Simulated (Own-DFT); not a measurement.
# Response to strain: C40 NbSi2, 36 atoms (Nb12Si24)

Calculated results; nothing here was measured. The program, named Own-DFT, is a retired in-house plane-wave density functional code that no person has reviewed. Each row is one single-point run on a periodic cell that was not relaxed, without spin or spin-orbit coupling.

Settings of every run: PBE; PseudoDojo norm-conserving scalar-relativistic files; cutoff 42 hartree; 4 x 4 x 5 k mesh centred on Gamma; cold (Marzari-Vanderbilt) smearing of 0.2 eV.

Known limits: forces on such cells failed a check on a denser k mesh; stress not checked against mesh or cutoff.

Unstrained cell vectors in Å: (0.000, 8.324, 0.000); (-9.613, 0.000, 0.000); (0.000, 0.000, 6.586). The unstrained cell was taken from the Materials Project. The random moves and any unrelaxed bonds add to the pressure at no strain. Each run strains this cell uniformly, with the atoms carried along. Every atom was also moved at random, by a Gaussian of width 0.05 Å on each axis. Strain is the symmetric tensor, in per cent. Stress is positive in tension, and the pressure is minus a third of its trace.

```
run  e_xx (%)  e_yy (%)  e_zz (%)  e_yz (%)  e_xz (%)  e_xy (%)  s_xx (GPa)  s_yy (GPa)  s_zz (GPa)  s_yz (GPa)  s_xz (GPa)  s_xy (GPa)  P (GPa)  E (meV/atom)
  1      1.76     -1.92      0.49      0.54      1.33      1.49        2.88       -8.60       -3.12        1.75        4.05        4.01     2.95          41.5
  2     -1.27     -0.47      0.88     -0.18      0.35      1.05       -6.85       -3.85       -0.63       -0.05        0.85        3.34     3.78           2.7
  3      0.04      0.05     -0.01     -0.26      1.59     -0.26       -2.21       -1.53       -4.19       -0.57        5.27       -0.89     2.64          12.0
  4      1.37     -1.25      0.42      1.63     -1.58     -0.73        1.57       -5.04       -1.45        4.42       -4.51       -2.06     1.64           8.6
  5     -0.72      0.00     -1.52     -0.90     -1.03      1.56       -7.16       -3.84      -11.44       -3.20       -3.67        5.32     7.48          25.5
  6     -1.99     -0.09     -0.01      1.33      0.67     -0.04      -10.04       -3.95       -5.80        3.61        1.56       -0.21     6.60          18.9
  7     -1.78     -1.59     -0.11      0.83      1.46     -1.24      -11.14       -9.53       -7.67        2.85        4.76       -5.17     9.45          34.8
  8      1.92      1.97     -1.45      1.56     -0.41     -0.25        4.34        4.96       -7.39        4.40       -0.90       -0.36    -0.64          13.9
  9     -1.98      0.52     -1.85      0.68      0.45      1.66      -11.85       -3.07      -15.13        0.58        1.83        5.52    10.02          42.8
 10     -0.30      1.95      1.29      1.61     -1.37      1.56       -1.76        5.23        2.18        4.00       -3.67        4.55    -1.88          29.1
 11      0.40      1.90      0.52      0.79      1.66      0.71        0.99        4.72       -0.15        2.02        4.55        1.47    -1.85          13.1
 12      0.14      1.30     -1.02     -2.00     -0.85      0.52       -1.88        0.85       -7.72       -6.02       -2.20        1.51     2.92          31.1
 13      0.02      1.90     -1.95      0.09     -0.29     -1.04       -3.00        3.08      -12.23       -0.35       -0.95       -2.93     4.05          28.6
 14      2.00      0.40     -0.59      0.48     -0.59     -0.31        4.53        0.18       -4.01        1.92       -1.67       -0.62    -0.23           0.0
 15     -0.83      1.63      0.08     -1.23      1.50      1.42       -4.33        3.14       -3.71       -4.00        5.49        4.49     1.63          22.9
 16      1.02     -1.64      0.87     -1.36      0.44      1.50           ?           ?           ?           ?           ?           ?        ?             ?
```

E is the free energy for each atom above the lowest run shown.

## Worked fit

Each stress component was fitted by least squares to a constant and the strains of the runs shown, as fractions, with shears doubled. Shear strains stay in the fit of a normal stress only where such slopes are resolved. The slopes, in GPa:

| stress | at no strain | per e_xx | per e_yy | per e_zz | scatter |
|---|---|---|---|---|---|
| s_xx | -2.8 | 376 ± 7 | 79 ± 7 | 97 ± 9 | 0.34 |
| s_yy | -2.4 | 62 ± 9 | 357 ± 10 | 73 ± 13 | 0.49 |
| s_zz | -4.2 | 94 ± 14 | 72 ± 15 | 463 ± 20 | 0.73 |

Each shear stress against twice its own strain: yz 137 ± 5, xz 153 ± 7, xy 161 ± 6 GPa. These are stiffnesses along x, y and z of the frame in which the cell vectors are given, which need not be the crystal's axes. The atoms are held to the strained lattice; where symmetry lets them move under strain, relaxing them would lower some slopes. The table should be nearly symmetric about its diagonal, and what it lacks of that shows the noise. A ninth of its sum, 186 ± 7 GPa, estimates the bulk modulus near the mean pressure of these runs, 3.2 GPa, so it lies above the value at zero pressure.

## Withheld run

Question: what normal stresses and pressure should run 16 give?

The fit gives s_xx = 0.6, s_yy = -7.0, s_zz = -0.4 and P = 2.3 GPa. The calculation gave 0.97, -8.16, -0.25 and P = 2.48 GPa.
